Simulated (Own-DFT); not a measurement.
Hf₃₆O₇₁ (tetragonal hafnia with one neutral oxygen vacancy, atoms displaced) (calculated)

All values are calculated (Own-DFT development build). A calculation, not a measurement: plane-wave PBE and HSE06 DFT by an unreviewed code, no spin, of a simulated cell at Gamma alone, so results move with cell size and shape, stress positive in tension, energies less offsets, not probed for a lower state with spin; hafnium file: forces about 75 meV/angstrom off all-electron values; oxygen file: force components 24 meV/angstrom off all-electron in a glass; k mesh not checked against a denser one; forces and stress are PBE's, HSE06 gives the energy alone, and its difference from PBE has offsets of its own; offsets are fitted by least squares, one for each functional and potential file, so energies compare only between cells with the same atoms and settings and are not formation energies; the far tail of each file's local potential was reset to the Coulomb form; each entry is a single point on an unrelaxed cell, so the pressure reflects the starting lattice, taken from the Materials Project, from which strain is counted, and rises with the displacements; printed positions are rounded, which can move forces by about a meV/angstrom; the program is a retired in-house code; no spin-orbit coupling.

Common to all runs: first functional PBE; second functional HSE06; exact exchange share 0.25; screening 0.11 1/bohr; exchange divergence Gygi-Baldereschi; potential files PseudoDojo norm-conserving, scalar-relativistic, made for PBE, standard set; wave cutoff 48 hartree; occupations fixed; k mesh 1 x 1 x 1 centred on Gamma.

(1) Hf₃₆O₇₁ (tetragonal hafnia with one neutral oxygen vacancy, atoms displaced)

```
Hf36O71
1.0
     10.7800     0.0000     0.0000
      0.0000    10.7800     0.0000
      0.0000     0.0000    10.4493
Hf O Hf O Hf O Hf O Hf O Hf O Hf O Hf O Hf O Hf O Hf O Hf O Hf O Hf O Hf O Hf O Hf O Hf O
2 4 2 4 2 4 2 4 2 4 2 4 2 4 2 4 2 4 2 4 2 4 2 4 2 4 2 4 2 4 2 4 2 3 2 4
Direct
  0.00024 0.99953 0.00479
  0.16799 0.16445 0.24672
  0.00474 0.16516 0.15306
  0.16720 0.00066 0.34710
  0.99660 0.17144 0.39947
  0.16635 0.99562 0.09531
  0.00136 0.99776 0.49550
  0.16568 0.17115 0.75244
  0.99871 0.16599 0.65424
  0.16638 0.99639 0.84735
  0.99693 0.16986 0.90000
  0.16905 0.00224 0.59779
  0.99739 0.33335 0.00328
  0.17074 0.50183 0.24830
  0.99767 0.49905 0.14727
  0.16427 0.33376 0.34843
  0.00407 0.49976 0.40529
  0.16843 0.33860 0.09759
  0.00150 0.33387 0.50363
  0.17041 0.50674 0.74632
  0.00055 0.50121 0.65047
  0.16610 0.33149 0.84616
  0.00344 0.50321 0.89977
  0.16956 0.33588 0.59721
  0.99976 0.67051 0.99558
  0.17127 0.83048 0.25473
  0.00431 0.83454 0.15397
  0.16311 0.66450 0.34622
  0.99674 0.83353 0.39873
  0.16571 0.66963 0.09963
  0.99837 0.66982 0.50275
  0.17061 0.83123 0.74975
  0.99915 0.83045 0.65879
  0.16848 0.66376 0.84943
  0.99403 0.83493 0.90495
  0.16527 0.66708 0.59788
  0.33195 0.00202 0.00212
  0.50067 0.16403 0.24847
  0.33477 0.16597 0.15133
  0.49464 0.99582 0.34601
  0.33836 0.16152 0.40351
  0.49885 0.99515 0.10450
  0.32955 0.99989 0.49580
  0.50192 0.16304 0.74846
  0.33304 0.16734 0.65617
  0.50100 0.00155 0.84633
  0.33550 0.16820 0.90030
  0.49767 0.00137 0.59909
  0.32543 0.33369 0.00043
  0.49866 0.49278 0.25107
  0.33955 0.49716 0.14920
  0.49771 0.33873 0.34684
  0.33113 0.50032 0.40344
  0.50077 0.33557 0.09050
  0.33709 0.33086 0.49761
  0.49434 0.50249 0.75026
  0.33611 0.50096 0.64835
  0.49949 0.33520 0.84521
  0.32985 0.49882 0.90510
  0.50146 0.33424 0.59909
  0.32909 0.67199 0.99948
  0.50477 0.83690 0.24847
  0.33523 0.83563 0.15644
  0.49475 0.67254 0.34832
  0.33250 0.83378 0.40402
  0.49714 0.66856 0.09881
  0.33679 0.66968 0.49818
  0.50142 0.83574 0.74765
  0.33611 0.84127 0.65757
  0.50027 0.66817 0.84976
  0.33099 0.82846 0.90239
  0.49865 0.66500 0.59876
  0.66891 0.99678 0.99523
  0.83506 0.16981 0.24777
  0.67158 0.16256 0.15391
  0.83240 0.00196 0.35005
  0.66380 0.16067 0.40209
  0.82942 0.99550 0.09656
  0.66630 0.00261 0.50045
  0.83693 0.16363 0.75109
  0.66504 0.16471 0.65633
  0.83121 0.99751 0.84546
  0.66781 0.16698 0.90285
  0.83418 0.00330 0.60267
  0.66560 0.33084 0.99500
  0.83373 0.49806 0.25193
  0.66569 0.50255 0.15661
  0.83014 0.33154 0.34732
  0.66846 0.49878 0.40074
  0.83115 0.33185 0.09757
  0.66884 0.33406 0.49804
  0.83199 0.49857 0.74876
  0.66146 0.50259 0.65315
  0.83549 0.33519 0.84957
  0.66717 0.49796 0.90278
  0.83089 0.33586 0.59303
  0.66774 0.66724 0.99676
  0.83134 0.83378 0.25002
  0.66826 0.83057 0.15169
  0.83243 0.66634 0.34578
  0.66342 0.83158 0.40421
  0.66535 0.66960 0.50017
  0.83629 0.83105 0.75178
  0.66971 0.82864 0.64929
  0.83451 0.66954 0.84772
  0.66602 0.83261 0.90024
  0.83856 0.66791 0.59500
```

```
PBE energy of cell above offsets : -100.915 eV
HSE06 less PBE above offsets     : -0.138 eV
PBE pressure                     : 1.03 GPa
PBE stress xx                    : -0.48 GPa
PBE stress yy                    : -0.87 GPa
PBE stress zz                    : -1.72 GPa
PBE stress yz                    : 0.48 GPa
PBE stress xz                    : 0.35 GPa
PBE stress xy                    : -0.02 GPa
```

Force:
| element | x (eV/Å) | y (eV/Å) | z (eV/Å) |
| --- | --- | --- | --- |
| Hf | -0.313 | -0.216 | -0.74 |
| Hf | -0.003 | 0.823 | 1.025 |
| O | -0.543 | -0.024 | -0.634 |
| O | -0.166 | 0.128 | 0.099 |
| O | 0.337 | -1.027 | 0.443 |
| O | 0.34 | 0.596 | 0.369 |
| Hf | -0.552 | 1.003 | 0.561 |
| Hf | 0.498 | -0.854 | -0.425 |
| O | 0.497 | 0.385 | -0.438 |
| O | -0.062 | 0.559 | 0.131 |
| O | 0.047 | -0.873 | 0.715 |
| O | -0.994 | -0.399 | -0.495 |
| Hf | -0.039 | 1.227 | -0.932 |
| Hf | -0.427 | -0.455 | 0.038 |
| O | 0.179 | 0.233 | 0.649 |
| O | 0.523 | -0.625 | -0.644 |
| O | -0.505 | 0.079 | -0.219 |
| O | -1.035 | -0.465 | 0.437 |
| Hf | 0.527 | 0.403 | -0.477 |
| Hf | -0.541 | -1.365 | 0.175 |
| O | -0.12 | -0.179 | 0.431 |
| O | 0.07 | 0.87 | 0.318 |
| O | -0.234 | -0.455 | 0.274 |
| O | -0.133 | -0.311 | -0.033 |
| Hf | -0.658 | -0.835 | 1.05 |
| Hf | -0.345 | -0.299 | -0.861 |
| O | -0.776 | -0.03 | 0.063 |
| O | 0.366 | 0.494 | 0.272 |
| O | 0.313 | 0.168 | 0.73 |
| O | 0.145 | -0.213 | -0.077 |
| Hf | 0.513 | -0.939 | -0.801 |
| Hf | -0.101 | 0.512 | 0.235 |
| O | 0.824 | 0.234 | -0.844 |
| O | -0.093 | 1.168 | -0.187 |
| O | 0.351 | 0.176 | -0.109 |
| O | 0.765 | 0.287 | 0.203 |
| Hf | 0.388 | -0.332 | -0.619 |
| Hf | 0.606 | -0.215 | 0.097 |
| O | -0.324 | -0.092 | -0.035 |
| O | 0.363 | 1.077 | 0.413 |
| O | -0.078 | 1.231 | -0.629 |
| O | 0.49 | 0.608 | -1.128 |
| Hf | 0.692 | -0.154 | 1.242 |
| Hf | -0.829 | 1.312 | 0.162 |
| O | -0.107 | 0.162 | -0.479 |
| O | -0.019 | -0.782 | 0.672 |
| O | -0.402 | -0.642 | 0.759 |
| O | 0.477 | -0.133 | -0.485 |
| Hf | 1.779 | 0.413 | -0.949 |
| Hf | 0.495 | 2.642 | -0.945 |
| O | -1.301 | -0.054 | 0.561 |
| O | -0.022 | -2.337 | 0.4 |
| O | -0.014 | 0.132 | -0.249 |
| O | -0.088 | -0.547 | 0.836 |
| Hf | -0.271 | 0.257 | 0.741 |
| Hf | 0.819 | -0.505 | 0.512 |
| O | -0.686 | 0.145 | 0.168 |
| O | 0.221 | -0.359 | -0.216 |
| O | -0.076 | 0.482 | -0.579 |
| O | -0.048 | -0.227 | -0.865 |
| Hf | 1.255 | -1.36 | 0.841 |
| Hf | -0.415 | -1.341 | -0.334 |
| O | -0.56 | -0.001 | -0.298 |
| O | 0.152 | -1.173 | 0.275 |
| O | -0.732 | -0.025 | 0.066 |
| O | 0.446 | 0.238 | -0.728 |
| Hf | 0.088 | -0.927 | -0.141 |
| Hf | 0.566 | -0.447 | 0.355 |
| O | -0.485 | -0.619 | -0.664 |
| O | -0.048 | 0.057 | -0.503 |
| O | 0.011 | 1.695 | -0.053 |
| O | -0.055 | 0.54 | -0.097 |
| Hf | -0.487 | 0.367 | 0.443 |
| Hf | 0.024 | -0.433 | 0.574 |
| O | -1.182 | 0.174 | -0.045 |
| O | 0.11 | -0.102 | -0.273 |
| O | -0.401 | 1.323 | -0.136 |
| O | 0.962 | 0.251 | 0.063 |
| Hf | 0.289 | -0.669 | 0.701 |
| Hf | -0.545 | 0.066 | 0.032 |
| O | 0.902 | 0 | -0.593 |
| O | -0.096 | 0.438 | 0.604 |
| O | 0.031 | -0.584 | -0.025 |
| O | 0.152 | -0.185 | -0.9 |
| Hf | -0.347 | 0.711 | 0.186 |
| Hf | -0.219 | 0.447 | -0.375 |
| O | 0.614 | 0.252 | -0.333 |
| O | -0.13 | -0.029 | -0.011 |
| O | -0.129 | 0.329 | 0.557 |
| O | 0.338 | -0.316 | 0.233 |
| Hf | -0.649 | 0.106 | 0.269 |
| Hf | -0.045 | 0.097 | 0.135 |
| O | 0.956 | 0.078 | -0.009 |
| O | -0.012 | -0.166 | -0.489 |
| O | 0.328 | 0.603 | 0.058 |
| O | 0.271 | 0.033 | 0.738 |
| Hf | -0.578 | -0.634 | 0.992 |
| Hf | 0.787 | -0.119 | -0.21 |
| O | 0.296 | -0.248 | -0.295 |
| O | 0.035 | 0.1 | -0.487 |
| O | 0.288 | 0.862 | -0.415 |
| Hf | 0.048 | -0.752 | 0.085 |
| Hf | -0.584 | 0.487 | -0.368 |
| O | -0.377 | 0.089 | 0.308 |
| O | -0.175 | -1.028 | 0.255 |
| O | -0.065 | 0.112 | -0.022 |
| O | -1.353 | -0.169 | 0.342 |

(2) Hf₃₆O₇₁ (tetragonal hafnia with one neutral oxygen vacancy, atoms displaced)

```
Hf36O71
1.0
     10.7800     0.0000     0.0000
      0.0000    10.7800     0.0000
      0.0000     0.0000    10.4493
Hf O Hf O Hf O Hf O Hf O Hf O Hf O Hf O Hf O Hf O Hf O Hf O Hf O Hf O Hf O Hf O Hf O Hf O
2 4 2 4 2 4 2 4 2 4 2 4 2 4 2 4 2 4 2 4 2 4 2 4 2 3 2 4 2 4 2 4 2 4 2 4
Direct
  0.99845 0.99647 0.00872
  0.16351 0.17332 0.25121
  0.99817 0.15982 0.16076
  0.17237 0.00215 0.34825
  0.00155 0.16368 0.40410
  0.16585 0.00234 0.09321
  0.99527 0.99459 0.49172
  0.16632 0.16647 0.74891
  0.99173 0.15651 0.65949
  0.17022 0.00793 0.83882
  0.99495 0.16131 0.89202
  0.16635 0.00084 0.60404
  0.00376 0.33216 0.99861
  0.16859 0.49852 0.25062
  0.98767 0.49635 0.14988
  0.16872 0.33122 0.35135
  0.99484 0.50475 0.39993
  0.16755 0.33850 0.09898
  0.99307 0.33288 0.49484
  0.16917 0.49905 0.74982
  0.99474 0.49489 0.65203
  0.17139 0.32394 0.85125
  0.99670 0.49058 0.90123
  0.16564 0.33853 0.59683
  0.99567 0.65915 0.98935
  0.15979 0.82686 0.25662
  0.99664 0.83466 0.15756
  0.17453 0.66804 0.34642
  0.99622 0.83500 0.39904
  0.16521 0.66450 0.10535
  0.99854 0.66750 0.50049
  0.16725 0.82917 0.75257
  0.00327 0.83315 0.65251
  0.16727 0.66947 0.84414
  0.99676 0.83507 0.89717
  0.16685 0.66763 0.60110
  0.34160 0.99314 0.00656
  0.49967 0.16275 0.24870
  0.33810 0.16602 0.14992
  0.49508 0.00087 0.35141
  0.32692 0.17943 0.40131
  0.49224 0.00979 0.09524
  0.33647 0.99999 0.49514
  0.50562 0.16006 0.75898
  0.33891 0.16929 0.64835
  0.50207 0.99911 0.84769
  0.33304 0.16224 0.91085
  0.49956 0.99586 0.59895
  0.33379 0.32686 0.00470
  0.49454 0.49595 0.25048
  0.33092 0.50365 0.14456
  0.49205 0.33102 0.34641
  0.34124 0.50255 0.40199
  0.50318 0.33102 0.10279
  0.33239 0.33947 0.49573
  0.49761 0.50436 0.74597
  0.33966 0.49837 0.64979
  0.50248 0.33181 0.85294
  0.32641 0.49995 0.90637
  0.50438 0.33436 0.59494
  0.33803 0.66759 0.99889
  0.50135 0.82512 0.24919
  0.33224 0.83451 0.14495
  0.49773 0.67131 0.35143
  0.33678 0.82699 0.39837
  0.50293 0.65878 0.09325
  0.32942 0.67238 0.49783
  0.49473 0.83250 0.75730
  0.33212 0.82943 0.65224
  0.49475 0.66161 0.85148
  0.33377 0.82833 0.90610
  0.50295 0.67082 0.59456
  0.66016 0.99645 0.00145
  0.83261 0.16233 0.26045
  0.66691 0.16878 0.14489
  0.66142 0.17114 0.40864
  0.83173 0.00463 0.09078
  0.66227 0.00581 0.49703
  0.82691 0.16952 0.75490
  0.66976 0.16735 0.64783
  0.83882 0.99742 0.84708
  0.66972 0.16244 0.90319
  0.83829 0.99069 0.59546
  0.66807 0.33525 0.99761
  0.83012 0.49232 0.25318
  0.66353 0.50011 0.15300
  0.83721 0.33502 0.35034
  0.66417 0.49607 0.40710
  0.82978 0.33112 0.09761
  0.66620 0.33536 0.49360
  0.83348 0.50925 0.74515
  0.66522 0.49780 0.65642
  0.83078 0.33251 0.84404
  0.67008 0.50653 0.89806
  0.83019 0.33433 0.59552
  0.66420 0.66652 0.00595
  0.83172 0.83322 0.24833
  0.66173 0.83496 0.15533
  0.82929 0.66311 0.34745
  0.66496 0.83763 0.40729
  0.83137 0.67254 0.10986
  0.66530 0.67091 0.50168
  0.82917 0.83833 0.75238
  0.66146 0.83366 0.65245
  0.82838 0.66720 0.84942
  0.65972 0.83335 0.89597
  0.83310 0.66315 0.58286
```

```
PBE stress xx : withheld
PBE stress zz : withheld
```

Questions
1. Hf₃₆O₇₁ (tetragonal hafnia with one neutral oxygen vacancy, atoms displaced) (entry 2): PBE stress xx?
2. Hf₃₆O₇₁ (tetragonal hafnia with one neutral oxygen vacancy, atoms displaced) (entry 2): PBE stress zz?

Calculated values
1. -0.19 GPa
2. -2.01 GPa

Further results for Hf₃₆O₇₁ (tetragonal hafnia with one neutral oxygen vacancy, atoms displaced) (entry 2):

```
PBE energy of cell above offsets : -97.218 eV
HSE06 less PBE above offsets     : 0.091 eV
PBE pressure                     : 1.61 GPa
PBE stress yy                    : -2.62 GPa
PBE stress yz                    : 0.25 GPa
PBE stress xz                    : -0.17 GPa
PBE stress xy                    : -0.03 GPa
```

Force:
| element | x (eV/Å) | y (eV/Å) | z (eV/Å) |
| --- | --- | --- | --- |
| Hf | 0.776 | 0.795 | -2.209 |
| Hf | 1.457 | -1.891 | -0.041 |
| O | -0.43 | 0.524 | -0.376 |
| O | -0.071 | -0.615 | -0.396 |
| O | -0.688 | 0.365 | -0.475 |
| O | 0.43 | -0.13 | 0.392 |
| Hf | 1.499 | 1.354 | 3.036 |
| Hf | -0.366 | -1.063 | -1.391 |
| O | 0.656 | 1.035 | -1.153 |
| O | 0.175 | -2.446 | 1.188 |
| O | 0.276 | 0.924 | 2.666 |
| O | 0.448 | -0.252 | -2.163 |
| Hf | -1.285 | -1.617 | -0.237 |
| Hf | -0.742 | 0.404 | -1.094 |
| O | 1.955 | 0.044 | 0.001 |
| O | -0.747 | 1.727 | -0.522 |
| O | 0.834 | -0.587 | 0.025 |
| O | -0.595 | -0.375 | 0.77 |
| Hf | 0.487 | 0.235 | 1.915 |
| Hf | 0.449 | -1.246 | -0.328 |
| O | 1.313 | 0.767 | -0.049 |
| O | -0.366 | 2.003 | 0.225 |
| O | 0.548 | 1.524 | -0.558 |
| O | -0.572 | 0.238 | -0.107 |
| Hf | 0.147 | 0.999 | 1.663 |
| Hf | 1.026 | 1.861 | -1.815 |
| O | 0.245 | 0.371 | -0.462 |
| O | -0.525 | -1.2 | 1.115 |
| O | -0.002 | -1.237 | -0.629 |
| O | -0.877 | 0.012 | -1.13 |
| Hf | 0.042 | -0.034 | 0.228 |
| Hf | -0.727 | 3.048 | -1.002 |
| O | -0.783 | -0.872 | -0.218 |
| O | -0.65 | -1.698 | 1.127 |
| O | 0.394 | -1.059 | 1.18 |
| O | -0.318 | -0.664 | -0.536 |
| Hf | -4.327 | 0.941 | -1.614 |
| Hf | -0.021 | 1.239 | -0.274 |
| O | -1.373 | 0.475 | 0.815 |
| O | 0.13 | -0.45 | -0.585 |
| O | 0.329 | -2.444 | -0.27 |
| O | 3.332 | -0.578 | 1.462 |
| Hf | -1.463 | 1.327 | 1.095 |
| Hf | -1.049 | 2.31 | -2.058 |
| O | 0.093 | -0.181 | 0.869 |
| O | -0.227 | -0.8 | 1.055 |
| O | 0.789 | 0.115 | -0.5 |
| O | -0.163 | 0.146 | 0.003 |
| Hf | 0.88 | 0.077 | -1.055 |
| Hf | 0.399 | -0.239 | -0.089 |
| O | 0.367 | -0.351 | 1.561 |
| O | 0.539 | 0.251 | -0.387 |
| O | -0.744 | 0.622 | -0.864 |
| O | -0.466 | 0.524 | -0.288 |
| Hf | 0.915 | -1.228 | 1.962 |
| Hf | 1.149 | -1.714 | 0.456 |
| O | -1.686 | 0.37 | 0.199 |
| O | -0.079 | 0.265 | -0.41 |
| O | -0.198 | -0.334 | -0.715 |
| O | -0.396 | 0.306 | -0.226 |
| Hf | -1.271 | -1.295 | 0.606 |
| Hf | -1.552 | 0.899 | 0.956 |
| O | 0.58 | -0.397 | 1.193 |
| O | 0.618 | -1.128 | -0.894 |
| O | -0.378 | 1.591 | -0.051 |
| O | -0.818 | 0.83 | 1.317 |
| Hf | 1.034 | -0.653 | 1.068 |
| Hf | 0.671 | -0.66 | -1.697 |
| O | 0.245 | -0.114 | -0.015 |
| O | -0.152 | 0.933 | -0.182 |
| O | 0.343 | 0.991 | -1.077 |
| O | -1.109 | -0.423 | 0.668 |
| Hf | 1.179 | 0.936 | -0.359 |
| Hf | -0.307 | -0.057 | -1.815 |
| O | 0.067 | -0.736 | 1.744 |
| O | 0.73 | -0.966 | -2.149 |
| O | -1.022 | -0.627 | 1.449 |
| Hf | 0.511 | -0.886 | 1.8 |
| Hf | 1.671 | -0.482 | -0.517 |
| O | -0.898 | -0.822 | 0.62 |
| O | -1.15 | -0.103 | 0.041 |
| O | -0.408 | -0.125 | -0.168 |
| O | -1.688 | -0.206 | -1.106 |
| Hf | -0.202 | 0.209 | -0.186 |
| Hf | -0.334 | 1.837 | -0.862 |
| O | 0.176 | 0.04 | 0.183 |
| O | -0.012 | -1.576 | 0.133 |
| O | -0.225 | 1.341 | -1.085 |
| O | 0.817 | 0.049 | -0.117 |
| Hf | -0.75 | 0.259 | 2.815 |
| Hf | -1.409 | -2.058 | 0.31 |
| O | 0.345 | 0.731 | -0.399 |
| O | -0.275 | 1.163 | 0.418 |
| O | -0.139 | -0.39 | 1.142 |
| O | 0.399 | -0.013 | -0.434 |
| Hf | 1.598 | -0.865 | -1.117 |
| Hf | -0.074 | -0.873 | 0.692 |
| O | 0.276 | 0.402 | -0.778 |
| O | -0.119 | 0.941 | -0.327 |
| O | 0.446 | 0.051 | -1.034 |
| O | 0.06 | 0.144 | -1.958 |
| Hf | -0.223 | -0.313 | -0.584 |
| Hf | 0.692 | 0.721 | -0.943 |
| O | 0.603 | -0.359 | 0.51 |
| O | 1.015 | 0.518 | 0.077 |
| O | 0.154 | -0.319 | 1.269 |
| O | 0.128 | -0.025 | 2.066 |
